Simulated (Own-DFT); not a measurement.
# One host, several defects: zincblende GaAs

Source: density functional calculations with Own-DFT, an unreviewed in-house program that is no longer used. Nothing was measured or relaxed, and spin and spin-orbit coupling are left out.

Common settings: PBE; PseudoDojo norm-conserving scalar-relativistic files; cutoff 42 hartree; 3 x 3 x 3 k mesh centred on Gamma; Fermi-Dirac smearing of 0.1 eV.

Keep in mind (not all hold for every row): not probed for a lower state with spin; forces not confirmed at this smearing and k mesh; stress not checked against mesh or cutoff.

All runs share one cell, with vectors in Å (11.737, 0.000, 0.000); (0.000, 11.737, 0.000); (0.000, 0.000, 10.833) and a volume of 1492.4 Å³, strained against the parent crystal. The atoms are randomly displaced, by u rms on each axis. The defect's site can differ from row to row.

```
                             cell     formula   u (Å)  P (GPa)
                        no defect    As32Ga32  0.0292     1.22
                        no defect    As32Ga32  0.0451     1.48
                        no defect    As32Ga32  0.0513     1.50
              one Al on a Ga site  AlAs32Ga31  0.0317     1.25
              one Al on a Ga site  AlAs32Ga31  0.0464     1.48
              one Al on a Ga site  AlAs32Ga31  0.0500     1.55
              one P on an As site   As31Ga32P  0.0285     0.98
              one P on an As site   As31Ga32P  0.0297     1.01
              one P on an As site   As31Ga32P  0.0303     1.05
              one P on an As site   As31Ga32P  0.0319        ?
              one In on a Ga site  As32Ga31In  0.0437     2.05
              one In on a Ga site  As32Ga31In  0.0476     2.01
              one In on a Ga site  As32Ga31In  0.0528     2.22
one As vacancy and one Ga vacancy    As31Ga31  0.0306     0.89
one As vacancy and one Ga vacancy    As31Ga31  0.0512     1.29
one As vacancy and one Ga vacancy    As31Ga31  0.0516     1.27
```

## What the rows give

P = P0 + c u² + a shift for each defect gives P0 = 1.03 GPa, c = 203 ± 19 GPa/Å² and a scatter of 0.04 GPa. The shifts, and each times the cell's volume:

- one In on a Ga site: 0.59 ± 0.04 GPa, 5.5 eV
- one Al on a Ga site: 0.02 ± 0.04 GPa, 0.2 eV (not resolved)
- one P on an As site: -0.19 ± 0.04 GPa, -1.8 eV
- one As vacancy and one Ga vacancy: -0.30 ± 0.04 GPa, -2.8 eV

Against the defect-free cell, a freed cell would be larger where the shift is positive and smaller where it is negative (160.2 GPa Å³ is 1 eV). The atoms around the defects weren't relaxed, which would change these numbers.

## The run left out

Asked: what pressure belongs in the blank (one P on an As site, u = 0.0319 Å)?

The fitted form gives 1.04 ± 0.05 GPa. Computed: 1.02 GPa.
